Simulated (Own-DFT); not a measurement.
# Which defects push the lattice out? D0_22 TiAl3

Calculated, not measured: single-point runs of Own-DFT, a retired in-house plane-wave DFT program that no person has reviewed, on unrelaxed cells, without spin or spin-orbit coupling.

Common settings: PBE; PseudoDojo norm-conserving scalar-relativistic files; cutoff 42 hartree; 4 x 4 x 4 k mesh centred on Gamma; cold (Marzari-Vanderbilt) smearing of 0.2 eV.

Keep in mind: forces on such cells failed a check on a denser k mesh; stress not checked against mesh or cutoff.

All runs share one cell, with vectors in Å (-2.365, -6.981, 4.326); (-7.667, 3.491, 1.442); (-2.950, -3.488, -7.241) and a volume of 625.4 Å³. The atoms are randomly displaced, by u rms on each axis. The defect's site can differ from row to row.

| cell | formula | u (Å) | P (GPa) |
|---|---|---|---|
| no defect | Al30Ti10 | 0.0192 | 1.96 |
| no defect | Al30Ti10 | 0.0215 | 1.99 |
| no defect | Al30Ti10 | 0.0498 | 2.58 |
| two Ti on an Al site each | Al28Ti12 | 0.0306 | 3.32 |
| two Ti on an Al site each | Al28Ti12 | 0.0306 | 3.31 |
| two Ti on an Al site each | Al28Ti12 | 0.0486 | ? |
| two Ti on an Al site each | Al28Ti12 | 0.0494 | 3.77 |
| two Al vacancies | Al28Ti10 | 0.0276 | 1.07 |
| two Al vacancies | Al28Ti10 | 0.0321 | 1.18 |
| two Al vacancies | Al28Ti10 | 0.0512 | 1.76 |
| two Al on a Ti site each | Al32Ti8 | 0.0317 | 2.90 |
| two Al on a Ti site each | Al32Ti8 | 0.0449 | 3.25 |
| two Al on a Ti site each | Al32Ti8 | 0.0490 | 3.38 |

## Working it out

P = P0 + c u² + a shift for each defect gives P0 = 1.82 GPa, c = 324 ± 12 GPa/Å² and a scatter of 0.03 GPa. The shifts, and each times the cell's volume:

- two Ti on an Al site each: 1.19 ± 0.03 GPa, 4.6 eV (2.3 eV for each of its 2 sites)
- two Al on a Ti site each: 0.77 ± 0.03 GPa, 3.0 eV (1.5 eV for each of its 2 sites)
- two Al vacancies: -0.96 ± 0.03 GPa, -3.7 eV (-1.9 eV for each of its 2 sites)

A positive shift means that the defect pushes the cell outwards. Shift times volume (160.2 GPa Å³ is 1 eV) depends little on the cell's size, so, taken for each site, it can be compared between cells at like pressure. The atoms around the defects weren't relaxed, which would change these numbers.

## The run left out

The question: what pressure belongs in the blank (two Ti on an Al site each, u = 0.0486 Å)?

Estimate: 3.77 ± 0.04 GPa. The calculation gave 3.50 GPa. The miss is larger than the scatter suggests: chance, or a term that the fit lacks.
